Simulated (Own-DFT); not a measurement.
# How much smaller does PBEsol make it? beta-Si3N4, 42 atoms (N24Si18)

The numbers are computed, not measured, by runs of the plane-wave DFT program Own-DFT (in-house, retired, unreviewed) at fixed positions, with no spin and no spin-orbit coupling.

Caveats: forces on such cells passed a denser k mesh, each cell not checked; stress not checked against mesh or cutoff.

Each geometry was run with PBE and with PBEsol, otherwise alike: PseudoDojo norm-conserving scalar-relativistic files made for PBE; cutoff 42 hartree; 3 x 3 x 3 k mesh centred on Gamma; Fermi-Dirac smearing of 0.1 eV. Unstrained cell vectors in Å: (7.606, 0.000, 0.000); (-3.803, 6.587, 0.000); (0.000, 0.000, 8.727). Each has a uniform strain, of which the change of volume is shown, and random moves of rms u per axis.

```
run,volume change (%),u (Å),P with PBE (GPa),P with PBEsol (GPa)
1,0.09,0.0452,7.23,4.82
2,0.28,0.0438,6.44,4.03
3,0.34,0.0520,8.99,6.60
4,-0.31,0.0533,10.22,7.81
5,-0.18,0.0516,10.00,7.60
6,0.51,0.0493,6.35,3.95
7,1.05,0.0503,5.39,2.99
8,-1.54,0.0498,12.35,9.91
9,-1.15,0.0539,11.37,8.93
10,1.44,0.0489,4.44,2.05
11,-1.90,0.0507,15.06,12.63
12,-0.01,0.0506,8.47,?
```

Asked: by how much does PBEsol shrink this cell, and what belongs in the blank?

## Solution

Write v for the change of volume as a fraction. Fitted to v and u², the PBE pressure has a slope of -280 ± 24 GPa in v, with the ions held to the strained lattice. The difference PBEsol less PBE is -2.41 + 1.5 v GPa (slope ± 0.3) and averages -2.41 GPa. Divided by the mean slope of the two, 279 GPa, that makes PBEsol's volume at a given pressure, near 8 GPa, about 0.9 % smaller, or 0.29 % in lengths. At one volume PBEsol's slope is the smaller by 2 GPa, but its pressure there is lower too. If stiffness rises by about 4 GPa for each GPa, PBEsol at equal pressure is stiffer by about 8 GPa. Files made for PBEsol would give a different shift.

For run 12 the line gives 6.06 GPa. The hidden result is 6.06 GPa.
